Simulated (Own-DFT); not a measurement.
## Calculated data, Hf31O64 (monoclinic hafnia with one vacancy, atoms displaced), Hf32O63 (monoclinic hafnia with one vacancy, atoms displaced)

All values are calculated (Own-DFT development build). A calculation, not a measurement: plane-wave PBE density functional theory by an unreviewed code, no spin, of a simulated periodic cell, stress positive in tension, free energy of the whole cell less one offset for each atom, defect cell not probed for a lower state with spin; hafnium file: forces about 75 meV/angstrom off all-electron values; oxygen file: force components 24 meV/angstrom off all-electron in one glass; forces on such cells passed a denser k mesh, this cell's mesh not checked; offsets are fitted by least squares, one for each functional and potential file, so energies compare only between cells with the same atoms and settings and are not formation energies; the far tail of each file's local potential was reset to the Coulomb form; each entry is a single point on an unrelaxed cell, so the pressure reflects the starting lattice, mostly measured values, from which strain is counted, and rises with the displacements; printed positions are rounded, which can move forces by about a meV/angstrom; the program is a retired in-house code; no spin-orbit coupling; before rounding, a Quantum ESPRESSO 7.3.1 run of the same cell and cutoff gave forces within 1 meV/angstrom rms on each cell, which checks the program and not the settings.

Settings shared by all entries: functional PBE; potential files PseudoDojo norm-conserving, scalar-relativistic, standard set; wave cutoff 72 hartree; occupations Fermi-Dirac; smearing width 0.1 eV; k mesh 2 x 2 x 2 centred on Gamma.

(1) Hf31O64 (monoclinic hafnia with one vacancy, atoms displaced)

```
Hf31O64
1.0
     10.2340     0.0000     0.0000
      0.0000    10.3500     0.0000
     -1.6955     0.0000    10.4453
Hf O Hf O Hf O Hf O Hf O Hf O Hf O Hf O
4 8 3 8 4 8 4 8 4 8 4 8 4 8 4 8
Direct
  0.13194 0.01529 0.10655
  0.36518 0.27136 0.13931
  0.35030 0.48156 0.41125
  0.13949 0.21372 0.34888
  0.03577 0.16841 0.16299
  0.45592 0.41824 0.06757
  0.46515 0.32233 0.32274
  0.03521 0.08865 0.42381
  0.22753 0.38137 0.24489
  0.27951 0.13343 0.00940
  0.27318 0.11906 0.24905
  0.22453 0.35986 0.48463
  0.13062 0.00834 0.60099
  0.36328 0.27502 0.65108
  0.35901 0.48752 0.90129
  0.02759 0.15891 0.66349
  0.46551 0.41611 0.57687
  0.46039 0.33036 0.82010
  0.03962 0.07933 0.92853
  0.22638 0.37738 0.74282
  0.27422 0.13695 0.52066
  0.27750 0.11243 0.76111
  0.21711 0.37849 0.97549
  0.13235 0.53300 0.10411
  0.35853 0.77734 0.14951
  0.36508 0.97499 0.40744
  0.13793 0.73509 0.34890
  0.04716 0.68322 0.18065
  0.45397 0.91782 0.07656
  0.45999 0.83297 0.32745
  0.03199 0.59136 0.41906
  0.21944 0.86172 0.22978
  0.26197 0.64174 0.01328
  0.28340 0.60752 0.25777
  0.22517 0.87769 0.48920
  0.13536 0.51672 0.58902
  0.35384 0.76564 0.64528
  0.35698 0.97643 0.88688
  0.14281 0.73647 0.87000
  0.03532 0.66097 0.68230
  0.46806 0.90982 0.58485
  0.44620 0.83966 0.83713
  0.03906 0.58786 0.92485
  0.21075 0.87971 0.74381
  0.28320 0.62863 0.50726
  0.27838 0.62464 0.75192
  0.21093 0.87218 0.97892
  0.64393 0.02286 0.12306
  0.85418 0.26414 0.14134
  0.86197 0.48218 0.40473
  0.65044 0.23196 0.35515
  0.54199 0.16460 0.16958
  0.95876 0.41838 0.07303
  0.95371 0.34222 0.32851
  0.53797 0.08081 0.41976
  0.71946 0.37314 0.23073
  0.77264 0.12467 0.00859
  0.78239 0.12658 0.26968
  0.72067 0.36851 0.49725
  0.64452 0.01424 0.61221
  0.86798 0.26918 0.65298
  0.86604 0.48067 0.89815
  0.65128 0.23223 0.86831
  0.52697 0.15952 0.68380
  0.94484 0.42092 0.58757
  0.96146 0.34110 0.82574
  0.53622 0.08036 0.92264
  0.71595 0.38395 0.73018
  0.78234 0.12509 0.51810
  0.79249 0.12725 0.76379
  0.71542 0.37719 0.98682
  0.64532 0.51852 0.11369
  0.85391 0.77481 0.14982
  0.87670 0.97847 0.39785
  0.63673 0.72860 0.35752
  0.53601 0.67123 0.16259
  0.95826 0.91550 0.07420
  0.97489 0.82858 0.31590
  0.53744 0.57073 0.40555
  0.73384 0.87234 0.23374
  0.76963 0.64630 0.00974
  0.77145 0.62363 0.26333
  0.73805 0.87855 0.49756
  0.65292 0.53012 0.60690
  0.86300 0.75149 0.65259
  0.84806 0.97676 0.90748
  0.64548 0.72429 0.85155
  0.52676 0.66640 0.67602
  0.96412 0.92576 0.56492
  0.97456 0.82993 0.82836
  0.53563 0.57483 0.91569
  0.72006 0.87367 0.73495
  0.76960 0.63496 0.51929
  0.78547 0.61940 0.75899
  0.73440 0.85988 0.98966
```

```
free energy of cell above offsets : -68.071 eV
pressure                          : 7.57 GPa
stress xx                         : -6.13 GPa
stress yy                         : -8.91 GPa
stress zz                         : -7.67 GPa
stress yz                         : 0.11 GPa
stress xz                         : 0.01 GPa
stress xy                         : -0.82 GPa
```

Force:
| element | x (eV/Å) | y (eV/Å) | z (eV/Å) |
| --- | --- | --- | --- |
| Hf | 1.605 | 1.434 | -2.973 |
| Hf | -1.748 | 0.417 | 0.29 |
| Hf | 3.44 | -2.107 | -3.84 |
| Hf | 1.401 | 3.603 | -0.26 |
| O | -1.601 | 0.41 | 1.096 |
| O | 1.747 | 0.282 | 1.626 |
| O | 0.476 | 0.334 | 0.434 |
| O | -0.207 | -0.639 | -0.864 |
| O | -0.646 | -0.77 | -0.913 |
| O | 0.157 | -0.986 | 0.955 |
| O | -0.237 | -1.379 | 1.882 |
| O | -1.649 | 1.484 | 0.63 |
| Hf | 2.315 | 3.871 | 3.551 |
| Hf | -1.108 | -0.914 | 0.834 |
| Hf | -1.101 | -2.085 | -2.73 |
| O | 0.739 | -0.513 | -0.523 |
| O | 0.65 | 0.802 | 0.049 |
| O | 1.31 | 0.941 | 2.518 |
| O | -1.307 | -0.976 | 0.194 |
| O | -0.06 | 1.79 | -1.726 |
| O | 0.06 | -2.314 | -2.149 |
| O | 0.344 | 0.483 | -1.324 |
| O | 0.33 | 0.768 | 1.865 |
| Hf | 0.936 | -2.77 | 0.661 |
| Hf | 1.579 | -1.838 | -1.626 |
| Hf | 1.592 | 2.221 | -0.456 |
| Hf | 2.266 | -1.369 | 0.91 |
| O | -1.319 | -1.843 | -2.651 |
| O | 1.37 | 0.778 | 1.085 |
| O | 0.873 | -0.196 | 0.782 |
| O | -0.441 | -0.893 | 0.82 |
| O | -0.659 | 2.22 | 1.308 |
| O | 2.07 | -0.982 | 0.739 |
| O | -0.663 | 1.729 | 0.293 |
| O | -0.353 | -1.163 | -0.257 |
| Hf | -0.761 | -0.643 | 4.31 |
| Hf | 0.153 | 0.791 | 1.89 |
| Hf | -2.543 | 4.627 | 2.416 |
| Hf | -0.333 | -1.773 | -4.711 |
| O | 0.321 | -0.696 | -1.805 |
| O | 0.097 | 0.364 | -0.77 |
| O | 4.292 | -4.8 | -2.134 |
| O | -1.886 | -0.581 | 0.315 |
| O | 0.562 | -0.828 | -1.611 |
| O | -1.433 | 0.515 | 0.129 |
| O | -0.509 | -0.226 | 0.558 |
| O | 1.093 | 2.725 | 3.287 |
| Hf | -2.623 | -0.927 | -3.611 |
| Hf | 2.542 | 2.162 | 0.693 |
| Hf | -0.129 | -1.413 | -0.929 |
| Hf | -3.215 | 0.352 | 2.007 |
| O | 0.076 | 0.439 | 0.243 |
| O | -0.505 | -0.121 | 1.138 |
| O | 0.963 | -1.088 | -0.206 |
| O | 0.057 | -0.359 | 0.49 |
| O | -0.099 | 0.145 | 0.848 |
| O | 0.113 | 0.255 | 1.86 |
| O | 0.673 | -1.107 | -1.29 |
| O | 0.222 | 0.568 | -1.666 |
| Hf | -0.628 | 2.378 | -1.138 |
| Hf | -0.239 | -1.3 | 0.87 |
| Hf | 1.536 | -1.409 | -0.52 |
| Hf | -3.51 | -0.769 | -4.384 |
| O | 2.124 | -1.115 | -0.35 |
| O | 3.27 | 3.03 | -1.778 |
| O | -1.102 | 0.481 | 0.548 |
| O | 1.426 | 0.506 | 0.831 |
| O | 0.044 | -0.262 | 1.805 |
| O | -0.406 | 0.052 | -0.957 |
| O | -2.286 | -1.277 | 1.225 |
| O | 0.784 | -0.128 | 0.919 |
| Hf | -2.364 | 1.448 | -2.329 |
| Hf | 2.867 | -2.176 | -1.985 |
| Hf | -2.257 | -0.138 | -0.316 |
| Hf | -1.584 | -0.242 | -0.631 |
| O | 0.322 | -0.005 | 0.846 |
| O | 0.023 | -0.046 | 1.212 |
| O | -2.207 | 2.867 | 1.954 |
| O | 0.935 | 1.331 | 1.076 |
| O | -2.242 | 1.872 | 2.216 |
| O | 0.413 | -3.098 | 0.316 |
| O | 0.597 | -0.586 | 0.701 |
| O | -1.076 | -1.617 | -1.545 |
| Hf | -4.939 | -3.83 | -0.185 |
| Hf | 2.941 | 4.474 | 0.877 |
| Hf | 4.4 | 0.617 | -3.172 |
| Hf | -3.176 | 0.244 | 0.668 |
| O | 1.707 | -0.423 | -0.296 |
| O | -0.997 | -3.095 | 1.579 |
| O | -3.145 | 1.487 | 0.021 |
| O | 1.564 | 1.34 | 0.398 |
| O | 0.324 | -0.56 | 1.615 |
| O | 1.106 | -0.115 | -2.442 |
| O | -1.157 | 0.401 | 0.685 |
| O | -2.353 | 1.453 | -0.011 |

(2) Hf32O63 (monoclinic hafnia with one vacancy, atoms displaced)

```
Hf32O63
1.0
     10.2340     0.0000     0.0000
      0.0000    10.3500     0.0000
     -1.6955     0.0000    10.4453
Hf O Hf O Hf O Hf O Hf O Hf O Hf O Hf O
4 8 4 8 4 8 4 8 4 8 4 7 4 8 4 8
Direct
  0.13505 0.02112 0.10148
  0.36298 0.27001 0.14754
  0.36002 0.47852 0.39777
  0.14224 0.22527 0.35027
  0.03128 0.16658 0.17231
  0.46727 0.41384 0.07546
  0.46437 0.33218 0.33043
  0.03977 0.08284 0.42565
  0.22178 0.37873 0.24075
  0.27748 0.13222 0.00978
  0.27758 0.12466 0.26027
  0.22696 0.37111 0.49095
  0.13859 0.01677 0.60010
  0.36289 0.27147 0.64650
  0.36170 0.48700 0.89522
  0.14201 0.23163 0.85987
  0.03723 0.16208 0.67689
  0.45865 0.41568 0.57431
  0.45642 0.33516 0.82615
  0.03511 0.08241 0.92683
  0.22549 0.37827 0.74204
  0.27680 0.12721 0.50290
  0.27853 0.12661 0.75972
  0.22187 0.36943 0.98550
  0.14093 0.51630 0.10511
  0.36559 0.76901 0.14858
  0.36128 0.97765 0.39461
  0.13912 0.73156 0.35301
  0.03833 0.66626 0.17059
  0.46518 0.91403 0.07754
  0.46588 0.83876 0.32851
  0.03564 0.58064 0.42499
  0.22401 0.88079 0.24088
  0.28080 0.62984 0.01123
  0.27453 0.61859 0.25723
  0.22666 0.86590 0.49186
  0.13545 0.52227 0.60234
  0.35784 0.77026 0.64321
  0.36162 0.98014 0.89966
  0.14077 0.73159 0.85443
  0.03836 0.66581 0.67485
  0.46221 0.91504 0.57727
  0.46419 0.83043 0.82644
  0.03535 0.58773 0.92751
  0.21892 0.87645 0.73988
  0.27484 0.62912 0.51016
  0.27057 0.62257 0.76341
  0.22688 0.86829 0.98950
  0.63633 0.02550 0.10478
  0.86549 0.27130 0.15127
  0.86239 0.47483 0.39210
  0.63936 0.22850 0.35616
  0.53545 0.16214 0.17573
  0.96687 0.41478 0.08197
  0.96393 0.33970 0.32736
  0.53638 0.08263 0.42722
  0.72503 0.37586 0.23662
  0.77607 0.12945 0.01253
  0.77660 0.11849 0.26378
  0.72546 0.36852 0.49110
  0.64257 0.02162 0.60345
  0.86559 0.26912 0.64802
  0.86916 0.48023 0.89950
  0.63797 0.23129 0.85562
  0.53974 0.16329 0.66984
  0.95897 0.42010 0.57639
  0.96051 0.33748 0.82996
  0.72705 0.37631 0.74338
  0.77736 0.13239 0.51345
  0.77223 0.11880 0.75967
  0.72285 0.37266 0.99134
  0.64208 0.52281 0.10039
  0.86086 0.77222 0.14149
  0.86086 0.97547 0.39844
  0.63644 0.73064 0.35833
  0.53193 0.66669 0.17497
  0.96088 0.91402 0.07584
  0.96363 0.83256 0.32274
  0.53286 0.58884 0.42904
  0.72133 0.87782 0.23907
  0.77212 0.63344 0.01022
  0.77469 0.62340 0.25858
  0.72251 0.87210 0.49027
  0.64134 0.51734 0.60572
  0.85562 0.77478 0.64204
  0.85630 0.98003 0.89085
  0.64073 0.73183 0.85410
  0.53761 0.66354 0.67206
  0.96433 0.91907 0.57703
  0.96222 0.83206 0.82938
  0.53467 0.58638 0.92345
  0.72798 0.88014 0.74719
  0.77553 0.63129 0.51108
  0.77472 0.62446 0.75857
  0.72074 0.87127 0.99235
```

```
free energy of cell above offsets : -94.440 eV
pressure                          : 3.72 GPa
stress xx                         : -3.23 GPa
stress yy                         : -3.83 GPa
stress zz                         : -4.09 GPa
stress yz                         : -0.34 GPa
stress xz                         : 0.16 GPa
stress xy                         : 0.18 GPa
```

Force:
| element | x (eV/Å) | y (eV/Å) | z (eV/Å) |
| --- | --- | --- | --- |
| Hf | -0.298 | -0.61 | 0.049 |
| Hf | 0.828 | 0.666 | -0.345 |
| Hf | 0.381 | 0.242 | -0.138 |
| Hf | -0.45 | 0.781 | 1.152 |
| O | 0.92 | -0.607 | 0.356 |
| O | -0.24 | 0.02 | 0.269 |
| O | 0.151 | -0.024 | -0.28 |
| O | -0.828 | -0.146 | -0.761 |
| O | 0.29 | -0.431 | -0.163 |
| O | -0.158 | -0.609 | 0.173 |
| O | -0.055 | -0.467 | -0.513 |
| O | -0.701 | -0.499 | -0.412 |
| Hf | 0.347 | 1.085 | 1.034 |
| Hf | -0.408 | -0.416 | -0.169 |
| Hf | 0.043 | -0.835 | 0.235 |
| Hf | -0.3 | -0.572 | -1.512 |
| O | -0.353 | 0.317 | -0.076 |
| O | 1.371 | 0.399 | 0.639 |
| O | 1.822 | -0.838 | 0.266 |
| O | 0.051 | 0.403 | -0.476 |
| O | -0.636 | 0.411 | -0.57 |
| O | -0.065 | 0.111 | 0.745 |
| O | 0.039 | -1.041 | 0.425 |
| O | 0.124 | 0.82 | 1.104 |
| Hf | -0.128 | 1.363 | -0.055 |
| Hf | -0.494 | 0.092 | -0.432 |
| Hf | 0.281 | 0.591 | 0.673 |
| Hf | -0.643 | -1.085 | -0.561 |
| O | -0.324 | 0.033 | 0.122 |
| O | 0.361 | 0.882 | -0.408 |
| O | 0.313 | -0.605 | -0.13 |
| O | 0.131 | 0.655 | -0.685 |
| O | -0.134 | 0.029 | -0.009 |
| O | -0.353 | -0.363 | 0.015 |
| O | 0.151 | 0.219 | 0.611 |
| O | -0.47 | 0.594 | -0.402 |
| Hf | -0.128 | -0.456 | 0.553 |
| Hf | 1.185 | -0.243 | 0.931 |
| Hf | 0.687 | -0.354 | -0.685 |
| Hf | -0.98 | -0.147 | 0.127 |
| O | -1.098 | 0.649 | -0.43 |
| O | 0.477 | 0.13 | 0.069 |
| O | -0.488 | 0.864 | 0.181 |
| O | 0.082 | -0.311 | -0.126 |
| O | 0.428 | 0.518 | -0.286 |
| O | 0.04 | -0.131 | -0.065 |
| O | 0.823 | -0.101 | -0.552 |
| O | -0.191 | 0.78 | 0.383 |
| Hf | 0.401 | -1.21 | -0.177 |
| Hf | -1.154 | -0.06 | -0.943 |
| Hf | -0.728 | 1.601 | 0.643 |
| Hf | -0.27 | -0.058 | 0.06 |
| O | -0.677 | 0.667 | 0.064 |
| O | 0.038 | 0.267 | -0.379 |
| O | 1.389 | -1.525 | -0.121 |
| O | 0.15 | 0.212 | -0.554 |
| O | -0.443 | 0.264 | 0.451 |
| O | -0.53 | 0.238 | -0.438 |
| O | 0.225 | 0.304 | 0.203 |
| O | -0.297 | 0.252 | -0.322 |
| Hf | -1.402 | -0.069 | 0.345 |
| Hf | 0.152 | 0.45 | 0.075 |
| Hf | -1.068 | 0.65 | -0.247 |
| Hf | -0.607 | 0.027 | 0.001 |
| O | -0.896 | 0.947 | 0.82 |
| O | 0.395 | -0.438 | 0.414 |
| O | 1.432 | -1.169 | -0.092 |
| O | -0.387 | 0.256 | -0.406 |
| O | 0.159 | -0.693 | -0.295 |
| O | 0.441 | 0.444 | 0.256 |
| O | 0.323 | -0.022 | -0.281 |
| Hf | -1.015 | -0.209 | 0.703 |
| Hf | -0.208 | -0.296 | 0.773 |
| Hf | 0.547 | 0.546 | -1.264 |
| Hf | 0.226 | -0.739 | -1.038 |
| O | 0.607 | -0.495 | 0.132 |
| O | 0.965 | 0.878 | -0.096 |
| O | 0.112 | 0.361 | 0.806 |
| O | -0.115 | -0.372 | -0.382 |
| O | 0.136 | 0.081 | 0.355 |
| O | 0.538 | -0.458 | -0.285 |
| O | -0.078 | -0.538 | 0.31 |
| O | 0.098 | 0.188 | 0.271 |
| Hf | -0.524 | 0.563 | -0.001 |
| Hf | 1.322 | -1.448 | 1.448 |
| Hf | 0.636 | -0.388 | 1.53 |
| Hf | -0.731 | -0.387 | -0.149 |
| O | -0.594 | 0.31 | 0.051 |
| O | -0.319 | -0.493 | 0.044 |
| O | 0.155 | 0.186 | -0.328 |
| O | 0.112 | -0.021 | -0.1 |
| O | -0.497 | -0.027 | -1.479 |
| O | -0.049 | -0.066 | -0.072 |
| O | 0.439 | -0.574 | 0.326 |
| O | 0.188 | 0.3 | -0.504 |
